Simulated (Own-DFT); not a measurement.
# Computed records: GaN (wurtzite, strained, atoms displaced), SiC (2H silicon carbide, atoms displaced), GaP (zincblende, atoms displaced), SiC (4H silicon carbide, atoms displaced)

Computed with Own-DFT development build. A calculation, not a measurement: plane-wave PBE density functional theory by an unreviewed code, no spin, of a simulated periodic cell, stress positive in tension, free energy of the whole cell less one offset for each atom, forces on such cells passed a denser k mesh, this cell's mesh not checked; offsets are fitted by least squares, one for each functional and potential file, so energies compare only between cells with the same atoms and settings and are not formation energies; the far tail of each file's local potential was reset to the Coulomb form; each entry is a single point on an unrelaxed cell, so the pressure reflects the starting lattice, mostly measured values (interpolated for alloys), from which strain is counted, and rises with the displacements; printed positions are rounded, which can move forces by about a meV/angstrom; the program, named Own-DFT, is a retired in-house code; no spin-orbit coupling.

Settings shared by all entries: functional PBE.

(1) GaN (wurtzite, strained, atoms displaced)

```
GaN
1.0
     12.7560     0.0000     0.0000
     -4.7835     8.2853     0.0000
      0.0000     0.0000    10.4996
Ga N Ga N Ga N Ga N Ga N Ga N Ga N Ga N Ga N Ga N Ga N Ga N Ga N Ga N Ga N Ga N Ga N Ga N Ga N Ga N Ga N Ga N Ga N Ga N
2 2 2 2 2 2 2 2 2 2 2 2 2 2 2 2 2 2 2 2 2 2 2 2 2 2 2 2 2 2 2 2 2 2 2 2 2 2 2 2 2 2 2 2 2 2 2 2
Direct
  0.07438 0.21531 0.99649
  0.16382 0.11735 0.24817
  0.08385 0.23413 0.18510
  0.16846 0.11076 0.44546
  0.08307 0.22140 0.50005
  0.16680 0.10709 0.74891
  0.07849 0.21022 0.68738
  0.16074 0.10474 0.93609
  0.08583 0.55403 0.99561
  0.16768 0.44446 0.25300
  0.08628 0.55164 0.18880
  0.16838 0.44918 0.43725
  0.07499 0.55717 0.48979
  0.16366 0.44385 0.74824
  0.07469 0.54848 0.68994
  0.16838 0.44434 0.94717
  0.08434 0.89489 0.00830
  0.16339 0.77612 0.25066
  0.08909 0.89246 0.18729
  0.16842 0.78233 0.42836
  0.08739 0.88726 0.49936
  0.16334 0.77065 0.74814
  0.09035 0.89957 0.68705
  0.16312 0.77845 0.94254
  0.33759 0.23089 0.99796
  0.41976 0.11628 0.24759
  0.32779 0.21035 0.19133
  0.42022 0.10236 0.44385
  0.32797 0.20868 0.50639
  0.42065 0.10233 0.74943
  0.33344 0.21509 0.69397
  0.42518 0.11966 0.94276
  0.33232 0.54680 0.00018
  0.41525 0.44620 0.25296
  0.33975 0.56115 0.18549
  0.42680 0.45067 0.43445
  0.33285 0.55883 0.50384
  0.41861 0.44628 0.74866
  0.33834 0.56687 0.69049
  0.40974 0.43436 0.93652
  0.33489 0.89314 0.99640
  0.42075 0.78330 0.25489
  0.33294 0.88927 0.18099
  0.41482 0.77423 0.44070
  0.33214 0.88237 0.50028
  0.41447 0.76592 0.75051
  0.33640 0.89286 0.68770
  0.41443 0.76540 0.93847
  0.58119 0.21605 0.00189
  0.66918 0.11354 0.24850
  0.58913 0.22174 0.18897
  0.66609 0.11524 0.44493
  0.58764 0.23526 0.50399
  0.66484 0.11105 0.75573
  0.58971 0.23048 0.68323
  0.66150 0.10860 0.93788
  0.58784 0.55887 0.00121
  0.66258 0.43868 0.24464
  0.59223 0.56400 0.19122
  0.66570 0.44802 0.44069
  0.57690 0.55306 0.48998
  0.66900 0.45083 0.74680
  0.58746 0.55433 0.69461
  0.66265 0.44117 0.93873
  0.59130 0.90031 0.00068
  0.66511 0.77489 0.25436
  0.59721 0.88804 0.18485
  0.66890 0.77863 0.43677
  0.58502 0.89009 0.50219
  0.66805 0.77106 0.75263
  0.58711 0.89485 0.68588
  0.66730 0.78041 0.94076
  0.83578 0.22910 0.00295
  0.91659 0.10764 0.24657
  0.83606 0.21982 0.17562
  0.91525 0.10685 0.44016
  0.83157 0.22676 0.49718
  0.92076 0.11237 0.74938
  0.83382 0.21667 0.68355
  0.91615 0.11397 0.93995
  0.83325 0.55457 0.00287
  0.91842 0.44183 0.25103
  0.83825 0.55675 0.18836
  0.91207 0.43535 0.43262
  0.83795 0.56723 0.49923
  0.92295 0.44685 0.76608
  0.84070 0.56018 0.68552
  0.92383 0.44360 0.94141
  0.83545 0.88398 0.99851
  0.91774 0.76854 0.25592
  0.83228 0.88531 0.19429
  0.92529 0.78218 0.43461
  0.84260 0.89397 0.49949
  0.91365 0.78252 0.75427
  0.82845 0.88638 0.69661
  0.91450 0.76532 0.93388
```

| Quantity | Value |
| --- | --- |
| potential files | PseudoDojo norm-conserving, scalar-relativistic, standard set with the stringent files for Ga |
| wave cutoff | 96 hartree |
| occupations | Gaussian |
| smearing width | 0.01 eV |
| k mesh | 3 x 4 x 3 centred on Gamma |
| free energy of cell above offsets | -5.597 eV |
| pressure | 4.52 GPa |
| stress xx | -4.53 GPa |
| stress yy | -6.7 GPa |
| stress zz | -2.33 GPa |
| stress yz | 0.06 GPa |
| stress xz | -0.73 GPa |
| stress xy | 0.13 GPa |

Force:
```
element  x (eV/Å)  y (eV/Å)  z (eV/Å)
     Ga      1.57     1.069     0.481
     Ga     0.254    -0.519     0.596
      N     0.574    -1.677     0.222
      N    -0.776     0.104    -1.429
     Ga    -0.197     0.207     0.046
     Ga     0.095     0.954     0.803
      N     0.881     1.887    -0.156
      N     0.331      1.04      0.35
     Ga     0.467     1.031     1.585
     Ga     0.581     1.035    -0.531
      N    -0.873     0.608    -0.095
      N     -0.23    -0.447     0.768
     Ga     1.259    -0.215     0.993
     Ga     0.568    -0.478     0.545
      N     1.582      0.96    -1.242
      N    -0.275    -0.812    -1.918
     Ga     0.148     -1.02    -1.316
     Ga      1.25     0.071    -1.732
      N    -1.371    -0.058     0.987
      N     0.157    -0.787     1.789
     Ga    -0.191     0.687     0.663
     Ga    -0.113     1.165      0.71
      N    -0.416    -2.551    -0.479
      N     0.537     0.048    -0.915
     Ga    -0.381    -2.628     0.745
     Ga     0.201    -1.335     0.892
      N     0.033     2.004     -0.66
      N    -0.947     1.031    -0.905
     Ga     1.395     1.084    -0.266
     Ga    -0.247     1.852     0.465
      N     0.091     0.985    -0.412
      N    -1.569    -1.307    -1.123
     Ga    -0.064     0.898      0.46
     Ga     0.613     -0.32    -0.853
      N    -0.449    -0.431       0.8
      N    -3.661    -2.256     0.448
     Ga     0.645    -0.687    -0.502
     Ga     0.252    -0.735      0.17
      N    -0.321    -3.886    -1.225
      N         1     2.213      -0.4
     Ga     0.303      -0.9     0.027
     Ga     0.047    -0.031     -1.28
      N     0.547     0.155     1.238
      N     0.553     0.406    -0.356
     Ga     0.065     0.578     0.186
     Ga     0.282     3.864     1.193
      N    -0.159    -2.071    -0.022
      N    -0.014     1.535    -0.117
     Ga     0.579     1.409     0.182
     Ga      0.97    -0.741      0.92
      N    -0.997    -0.145    -0.389
      N     0.051     -0.27    -1.557
     Ga     0.188     -1.37    -0.592
     Ga     0.721     0.358    -1.521
      N    -0.318    -0.574     1.585
      N      1.03     1.349     0.057
     Ga    -0.854    -0.139     0.149
     Ga     0.849     1.049     1.096
      N    -0.954     -1.83    -0.823
      N     0.779     0.699    -1.016
     Ga     2.758     1.829     2.019
     Ga     1.429    -0.826     0.616
      N    -1.708     0.238    -1.488
      N     1.069     0.099      0.04
     Ga    -0.567    -2.337     0.119
     Ga     1.272     0.532     0.142
      N    -2.804     1.064     0.447
      N     0.174     0.251     0.884
     Ga      0.16     0.335    -0.023
     Ga    -1.546     0.868     0.105
      N    -0.148    -1.243     0.841
      N     0.377    -0.227    -0.356
     Ga    -0.141    -1.186    -1.708
     Ga    -0.143     0.043     0.434
      N    -0.497     0.314     2.997
      N     0.033     1.217     -0.84
     Ga     0.533    -1.508      1.18
     Ga    -1.667    -0.474     0.345
      N    -0.295     0.934     1.247
      N    -0.681    -1.131    -0.671
     Ga    -0.028     -0.66    -0.209
     Ga     0.197    -0.271    -1.183
      N    -0.403    -0.927     0.035
      N    -0.485     1.659     0.106
     Ga    -0.247    -1.536     0.394
     Ga     -1.86    -1.283    -2.664
      N    -0.288    -0.074     0.582
      N     -1.58     0.171     0.722
     Ga    -0.413     0.239     0.732
     Ga    -0.498     1.474    -1.514
      N     1.141    -0.184    -0.878
      N     -0.46    -0.105     0.933
     Ga    -1.296    -1.012     0.627
     Ga     1.446    -0.478        -1
      N     1.191     0.637    -1.469
      N    -0.098     1.444     1.147
```

(2) SiC (2H silicon carbide, atoms displaced)

```
SiC
1.0
      9.2481     0.0000     0.0000
     -4.6241     8.0091     0.0000
      0.0000     0.0000    10.0681
Si C Si C Si C Si C Si C Si C Si C Si C Si C Si C Si C Si C Si C Si C Si C Si C Si C Si C
2 2 2 2 2 2 2 2 2 2 2 2 2 2 2 2 2 2 2 2 2 2 2 2 2 2 2 2 2 2 2 2 2 2 2 2
Direct
  0.00023 0.99996 0.01088
  0.11083 0.21693 0.23653
  0.99107 0.98588 0.19500
  0.11309 0.21512 0.43957
  0.01598 0.00894 0.49942
  0.10333 0.20876 0.75644
  0.00109 0.00255 0.68200
  0.10256 0.22190 0.93055
  0.99041 0.32712 0.01146
  0.10555 0.55593 0.25073
  0.99909 0.32492 0.18593
  0.09892 0.54436 0.43340
  0.99712 0.33060 0.49455
  0.11228 0.55338 0.74471
  0.00522 0.34252 0.68484
  0.11081 0.54834 0.93645
  0.00574 0.66978 0.99809
  0.11341 0.88683 0.24328
  0.99782 0.67112 0.18121
  0.10493 0.88968 0.42572
  0.00881 0.67893 0.50887
  0.11615 0.88086 0.74182
  0.01145 0.67263 0.68866
  0.09942 0.88188 0.94305
  0.32878 0.99948 0.00489
  0.44886 0.21781 0.25039
  0.33478 0.99151 0.19247
  0.44181 0.23066 0.43160
  0.32816 0.00330 0.50492
  0.43554 0.20740 0.76154
  0.34010 0.99953 0.68207
  0.43547 0.21354 0.93626
  0.33903 0.34430 0.99966
  0.45066 0.56894 0.25538
  0.33187 0.34059 0.19164
  0.44070 0.55081 0.43603
  0.34413 0.34829 0.48891
  0.45366 0.55146 0.74787
  0.33160 0.33838 0.68719
  0.44004 0.54703 0.93525
  0.32764 0.66396 0.00103
  0.45425 0.88763 0.24745
  0.33965 0.66876 0.19333
  0.44786 0.88087 0.44081
  0.33864 0.66774 0.51254
  0.45284 0.88493 0.75081
  0.33257 0.67116 0.67826
  0.44242 0.88964 0.93920
  0.66145 0.99548 0.99092
  0.77464 0.21645 0.25302
  0.66198 0.99981 0.19384
  0.78996 0.23018 0.44297
  0.67399 0.00643 0.49155
  0.77976 0.22824 0.75229
  0.66142 0.99341 0.68624
  0.77931 0.22363 0.93599
  0.65801 0.33280 0.00668
  0.77917 0.56333 0.25121
  0.65844 0.33744 0.18884
  0.77545 0.55297 0.44749
  0.67962 0.33468 0.50552
  0.76614 0.55789 0.75420
  0.66447 0.34049 0.67695
  0.79112 0.57387 0.93730
  0.66794 0.66228 0.99835
  0.77654 0.88628 0.25065
  0.66502 0.66161 0.18074
  0.78748 0.89740 0.43755
  0.67830 0.66271 0.50172
  0.78506 0.88989 0.75328
  0.66189 0.65811 0.68507
  0.77857 0.89042 0.92385
```

| Quantity | Value |
| --- | --- |
| potential files | PseudoDojo norm-conserving, scalar-relativistic, standard set |
| wave cutoff | 42 hartree |
| occupations | Fermi-Dirac |
| smearing width | 0.1 eV |
| hardware | one NVIDIA H100 |
| k mesh | 4 x 4 x 3 centred on Gamma |
| free energy of cell above offsets | -3.283 eV |
| pressure | 6.37 GPa |
| stress xx | -3.06 GPa |
| stress yy | -5.39 GPa |
| stress zz | -10.65 GPa |
| stress yz | 0.34 GPa |
| stress xz | 0.97 GPa |
| stress xy | -0.38 GPa |
| wall time | 353 s |

Force:
```
element  x (eV/Å)  y (eV/Å)  z (eV/Å)
     Si    -0.807    -0.176    -2.548
     Si     0.284    -0.098     3.223
      C     0.563     2.039    -1.845
      C    -0.554     2.952    -1.875
     Si    -1.988    -1.404    -0.525
     Si     0.021     3.166     -3.06
      C     1.256    -1.752     0.932
      C     1.051    -0.392     4.225
     Si     0.925     0.625    -3.863
     Si     1.016     0.002    -0.244
      C     -1.45     0.816     1.818
      C     0.669     2.512     1.113
     Si     3.192     0.557     1.702
     Si     0.586     0.426     0.999
      C    -0.222    -2.536     0.055
      C    -0.844       0.6     0.412
     Si     0.383    -1.133    -0.213
     Si     0.039    -0.137     0.862
      C     0.796    -1.389     1.102
      C     1.874    -0.338     2.414
     Si    -0.098    -1.934    -2.683
     Si    -1.228     2.757     2.189
      C    -1.638    -1.851     0.358
      C     1.759      2.11    -1.351
     Si     0.027    -1.124    -0.346
     Si    -2.612     0.212     0.277
      C    -0.227     1.242    -0.949
      C     2.597    -1.383     1.367
     Si     1.467     0.241    -3.227
     Si     -0.34     2.594    -4.457
      C    -0.489    -0.676     2.411
      C     0.271     1.287     2.505
     Si    -1.153    -3.188     0.663
     Si     0.358    -2.296    -0.806
      C     1.444    -0.647    -1.428
      C     0.857     4.193     0.369
     Si    -1.093    -4.114     2.577
     Si    -3.005    -0.299     0.133
      C     0.786    -2.029     0.004
      C     0.518     3.169    -0.339
     Si     1.097    -0.083     0.145
     Si     -2.64     -1.06     2.228
      C     -1.75    -0.277    -1.583
      C     -1.13     1.762     -0.91
     Si     -0.48    -0.727    -5.987
     Si    -1.825     0.018    -0.624
      C     1.074    -0.868     5.817
      C    -0.494    -0.804    -0.398
     Si     0.838     0.869     1.025
     Si    -0.233      1.52    -0.205
      C     2.492     0.327    -2.264
      C    -2.349     -2.01    -2.012
     Si    -0.363    -1.519     1.998
     Si     0.076    -0.178     -1.67
      C     1.962     1.814    -0.088
      C    -1.649    -0.121     1.325
     Si     1.335     0.385     -1.89
     Si     0.432    -1.002     0.651
      C     2.545     0.053     0.412
      C     2.434     0.435    -2.202
     Si    -2.594    -0.237    -2.606
     Si     3.082    -0.826    -0.945
      C     0.454    -1.183     5.199
      C    -0.754    -3.291    -0.035
     Si     -1.31     1.369    -0.798
     Si    -0.643    -0.462     0.583
      C    -0.588     1.397     1.523
      C     0.253    -1.439     0.171
     Si    -3.408     1.664    -0.312
     Si    -1.097    -0.245    -4.057
      C     0.376     2.604     0.285
      C    -0.131    -0.488     5.273
```

(3) GaP (zincblende, atoms displaced)

```
GaP
1.0
     10.9010     0.0000     0.0000
      0.0000    10.9010     0.0000
      0.0000     0.0000    10.9010
Ga P Ga P Ga P Ga P Ga P Ga P Ga P Ga P
4 4 4 4 4 4 4 4 4 4 4 4 4 4 4 4
Direct
  0.98769 0.99303 0.00250
  0.98432 0.25125 0.23279
  0.24964 0.00760 0.24475
  0.24786 0.25411 0.00119
  0.12838 0.15035 0.11898
  0.12177 0.36266 0.37570
  0.38241 0.11334 0.37614
  0.37276 0.37240 0.12958
  0.99703 0.99010 0.49664
  0.00820 0.24198 0.75396
  0.26668 0.01444 0.74441
  0.25385 0.25205 0.48334
  0.11975 0.12809 0.62978
  0.12545 0.36559 0.88640
  0.36034 0.13289 0.87654
  0.37627 0.36632 0.61907
  0.99582 0.48844 0.99781
  0.00251 0.75614 0.24698
  0.23121 0.48993 0.25270
  0.25637 0.75289 0.00939
  0.13585 0.63070 0.12398
  0.12121 0.88041 0.38358
  0.38142 0.60903 0.37116
  0.38730 0.84678 0.11245
  0.00233 0.49171 0.48164
  0.01189 0.74158 0.75215
  0.24163 0.50557 0.75239
  0.25767 0.73540 0.49501
  0.11036 0.61591 0.61905
  0.10800 0.87418 0.87381
  0.38561 0.62255 0.87671
  0.36748 0.86459 0.63661
  0.49536 0.99695 0.00598
  0.51508 0.25044 0.23710
  0.74024 0.00150 0.24746
  0.74196 0.22935 0.01933
  0.62657 0.12677 0.13220
  0.62299 0.38242 0.36344
  0.88304 0.12845 0.37347
  0.88665 0.37210 0.12067
  0.50410 0.99626 0.48048
  0.48674 0.25352 0.74183
  0.75289 0.00199 0.76838
  0.75838 0.24100 0.49842
  0.62943 0.14687 0.61514
  0.64701 0.39175 0.87870
  0.87106 0.12514 0.85900
  0.87080 0.37664 0.63057
  0.48011 0.50183 0.00011
  0.49596 0.75701 0.24981
  0.74775 0.49696 0.24597
  0.73935 0.75947 0.98185
  0.62753 0.63721 0.12102
  0.61282 0.87074 0.37198
  0.89606 0.62077 0.37121
  0.87950 0.87808 0.12114
  0.49257 0.50998 0.50713
  0.49375 0.74123 0.74443
  0.73851 0.51046 0.74231
  0.75905 0.75055 0.51085
  0.62139 0.62294 0.62621
  0.61770 0.87567 0.85848
  0.86811 0.61004 0.87122
  0.86630 0.88833 0.62500
```

| Item | Value |
| --- | --- |
| potential files | PseudoDojo norm-conserving, scalar-relativistic, standard set |
| wave cutoff | 42 hartree |
| occupations | Fermi-Dirac |
| smearing width | 0.1 eV |
| hardware | one NVIDIA H100 |
| k mesh | 3 x 3 x 3 centred on Gamma |
| free energy of cell above offsets | -24.236 eV |
| pressure | 5.25 GPa |
| stress xx | -5.17 GPa |
| stress yy | -5.16 GPa |
| stress zz | -5.42 GPa |
| stress yz | 1.22 GPa |
| stress xz | -0.16 GPa |
| stress xy | 0.26 GPa |
| wall time | 581.7 s |

Force:
```
element  x (eV/Å)  y (eV/Å)  z (eV/Å)
     Ga     1.407     2.204     -1.33
     Ga     2.047    -1.326     2.486
     Ga    -0.308    -0.557    -0.253
     Ga     1.477     0.801     0.048
      P    -1.225     -3.53     0.985
      P    -0.715    -0.125    -1.279
      P    -0.931     1.915    -1.779
      P    -0.149    -0.011      -0.1
     Ga    -0.291     1.662     1.051
     Ga    -0.891     1.721    -0.095
     Ga    -2.317    -1.386    -0.315
     Ga     0.317    -1.246     1.494
      P     1.397     -0.94    -1.892
      P    -0.335     1.414      -1.8
      P      2.44    -0.239     0.786
      P    -1.621      1.95     -0.45
     Ga     0.907     1.666    -0.514
     Ga     0.611    -0.048     0.078
     Ga     1.229     0.411    -0.191
     Ga    -2.159    -1.115    -3.349
      P    -1.606    -0.995     0.176
      P     1.759    -1.208    -1.618
      P    -1.284      1.37    -1.079
      P    -0.166     4.276     1.297
     Ga    -0.385    -0.898     2.382
     Ga    -2.041     -0.11    -0.231
     Ga     0.375    -0.758    -0.159
     Ga    -0.894     0.443     0.469
      P     1.574     0.154    -0.345
      P     2.625     0.607     0.669
      P    -2.617     0.875    -1.032
      P     0.428     0.701    -1.826
     Ga     0.096     0.294    -1.079
     Ga    -2.107     1.227     2.009
     Ga     1.568    -0.974     1.171
     Ga     2.772     3.041    -3.673
      P    -1.633    -2.837    -0.503
      P     0.143    -0.654      1.62
      P    -0.638    -1.038    -0.679
      P    -3.587     0.917    -0.441
     Ga      0.17     0.381     3.607
     Ga     2.244    -0.245     1.575
     Ga    -1.699    -0.393    -2.988
     Ga     0.493     2.299    -0.832
      P    -1.762    -3.024     1.477
      P    -2.897    -2.253     1.453
      P     0.915     0.998     3.589
      P      0.76    -0.089    -0.843
     Ga     2.973    -1.106     1.045
     Ga     0.925    -2.459     0.755
     Ga     0.869     1.091    -0.635
     Ga      1.17    -0.911     0.838
      P    -0.413     -0.78     0.152
      P     2.588    -0.639    -0.061
      P    -2.651     1.032    -0.712
      P    -2.334    -0.987      1.07
     Ga     0.931    -1.845     -0.12
     Ga     0.444     0.384     0.234
     Ga     1.639    -1.247    -0.007
     Ga    -0.368    -0.491    -1.164
      P    -0.099     1.278    -1.218
      P    -0.681      0.55     0.939
      P      0.84     1.831     0.266
      P     0.672    -1.029     0.868
```

(4) SiC (4H silicon carbide, atoms displaced)

```
SiC
1.0
      6.1654     0.0000     0.0000
     -3.0827     5.3394     0.0000
      0.0000     0.0000    10.0681
Si C Si C Si C Si C Si C Si C Si C Si C
2 2 2 2 2 2 2 2 2 2 2 2 2 2 2 2
Direct
  0.04108 0.03768 0.41213
  0.12989 0.30472 0.15446
  0.01449 0.98674 0.10322
  0.15841 0.34268 0.33540
  0.98691 0.48226 0.40103
  0.17819 0.85643 0.16433
  0.01837 0.50110 0.08138
  0.15548 0.82550 0.34696
  0.51092 0.99831 0.39842
  0.69630 0.38070 0.15341
  0.49766 0.01296 0.08066
  0.67631 0.35761 0.35082
  0.49628 0.50360 0.41452
  0.69422 0.84152 0.16418
  0.51139 0.49891 0.09868
  0.69451 0.85667 0.34376
  0.97330 0.96428 0.90199
  0.83563 0.67882 0.64786
  0.01297 0.99395 0.61241
  0.84090 0.68225 0.84047
  0.01438 0.52615 0.90461
  0.83496 0.18423 0.65359
  0.01334 0.49800 0.58781
  0.83457 0.16601 0.85240
  0.51749 0.99524 0.88810
  0.34841 0.67363 0.64794
  0.48559 0.00871 0.60425
  0.32340 0.66708 0.83490
  0.51500 0.47665 0.91179
  0.31128 0.17759 0.65620
  0.51722 0.51910 0.57681
  0.33686 0.16566 0.85170
```

| Quantity | Value |
| --- | --- |
| potential files | PseudoDojo norm-conserving, scalar-relativistic, standard set |
| wave cutoff | 42 hartree |
| occupations | Fermi-Dirac |
| smearing width | 0.1 eV |
| hardware | one NVIDIA H100 |
| k mesh | 5 x 5 x 3 centred on Gamma |

Questions
1. Give the missing stress yy for SiC (4H silicon carbide, atoms displaced) (entry 4).
2. What stress zz does the calculation give for SiC (4H silicon carbide, atoms displaced) (entry 4)?
3. What pressure does the calculation give for SiC (4H silicon carbide, atoms displaced) (entry 4)?
4. Give the table of force values for SiC (4H silicon carbide, atoms displaced) (entry 4).

Answers
1. -9.95 GPa
2. -8.35 GPa
3. 9.22 GPa
4. 
Force:
```
element  x (eV/Å)  y (eV/Å)  z (eV/Å)
     Si    -1.542    -3.716     0.157
     Si       3.1     2.919    -1.216
      C    -3.848     0.953    -3.338
      C     2.185     0.205     1.404
     Si     0.167     3.094     1.643
     Si     4.922    -2.544    -0.956
      C    -1.568     1.553     2.772
      C     1.681      1.28     0.428
     Si     -1.68     1.107     1.328
     Si     1.544    -4.742     0.526
      C     2.085     0.163     2.295
      C    -1.394    -2.659    -2.022
     Si     0.485     1.549    -7.539
     Si    -3.554    -0.774    -2.193
      C    -2.901     1.741    -0.741
      C     0.025    -1.069     2.038
     Si     1.217     8.499     3.165
     Si     1.887    -2.932     1.182
      C    -4.947     1.895    -4.626
      C    -0.199    -6.655    -2.262
     Si     0.612    -2.515    -1.038
     Si      0.06    -2.031     1.838
      C     -1.02      0.96    -0.017
      C     2.029     1.883    -2.302
     Si    -3.532    -0.492     3.072
     Si     -1.62     0.288     1.276
      C     1.743     0.691    -2.479
      C     3.038     -0.57     -0.18
     Si    -2.883     2.183     0.289
     Si     5.696     1.992     2.794
      C    -1.112    -0.965     6.834
      C    -0.675    -1.293    -2.132
```

Further results for SiC (4H silicon carbide, atoms displaced) (entry 4):

| Item | Value |
| --- | --- |
| free energy of cell above offsets | 3.260 eV |
| stress xx | -9.37 GPa |
| stress yz | -1.2 GPa |
| stress xz | -1.03 GPa |
| stress xy | -0.5 GPa |
| wall time | 122.7 s |
